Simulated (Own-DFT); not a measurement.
# Response to strain: wurtzite AlGaN with randomly placed atoms, 72 atoms (Al27Ga9N36)

Calculated results; nothing here was measured. They come from Own-DFT, an in-house plane-wave density functional program, since retired, whose code no person has reviewed. Each row is one single-point run on a periodic cell that was not relaxed, without spin or spin-orbit coupling.

Settings of every run: PBE; PseudoDojo norm-conserving scalar-relativistic files (stringent for Ga); cutoff 96 hartree; 4 x 4 x 3 k mesh centred on Gamma; Gaussian smearing of 0.01 eV.

Known limits: forces on such cells passed a denser k mesh, each cell not checked; stress not checked against mesh or cutoff.

Unstrained cell vectors in Å: (9.394, 0.000, 0.000); (-4.697, 8.135, 0.000); (0.000, 0.000, 10.065). The unstrained cell has measured lattice constants (interpolated for alloys), not those of this functional. That, the random moves and any unrelaxed bonds set the pressure at no strain. Each run strains this cell uniformly, with the atoms carried along. Every atom was also moved at random, by a Gaussian of width 0.05 Å on each axis. The random placing of the alloy's atoms differs from row to row. Strain is the symmetric tensor, in per cent. Stress is positive in tension, and the pressure is minus a third of its trace.

| run | e_xx (%) | e_yy (%) | e_zz (%) | s_xx (GPa) | s_yy (GPa) | s_zz (GPa) | P (GPa) | E (meV/atom) |
|---|---|---|---|---|---|---|---|---|
| 1 | 0.00 | 0.00 | -1.50 | -6.14 | -10.10 | -11.66 | 9.30 | 3.0 |
| 2 | 0.00 | 0.00 | 0.25 | -4.68 | -5.64 | -9.13 | 6.48 | 15.9 |
| 3 | 0.00 | 0.00 | 1.25 | -4.14 | -5.18 | -2.45 | 3.92 | 1.3 |
| 4 | 0.00 | 0.00 | 3.00 | -4.05 | -4.66 | 6.17 | 0.85 | 3.6 |
| 5 | 0.00 | 0.00 | -1.00 | -8.15 | -7.42 | -9.69 | 8.42 | 4.9 |
| 6 | 0.00 | 0.00 | 2.50 | -4.53 | -5.36 | 4.57 | 1.77 | 0.0 |
| 7 | 0.00 | 0.00 | -2.00 | -8.27 | -6.36 | -18.67 | 11.10 | 19.7 |
| 8 | 0.00 | 0.00 | -1.25 | -7.63 | -6.81 | -11.94 | 8.80 | 5.1 |
| 9 | 0.00 | 0.00 | -0.25 | ? | ? | ? | ? | ? |

E is the free energy for each atom above the lowest run shown.

## Worked fit

The change of volume is close to e_xx + e_yy + e_zz. A straight line through the runs shown gives P = 6.64 - 196 x (fractional change of volume) GPa, with an error of 7 on the slope and a scatter of 0.34 GPa. The strain isn't the same on all axes and the cell isn't cubic, so the slope belongs to this path and is not the bulk modulus.

## Withheld run

Question: what pressure should run 9 give? Its volume changes by -0.25 %.

The line gives 7.1 GPa. The calculation gave 6.35 GPa.
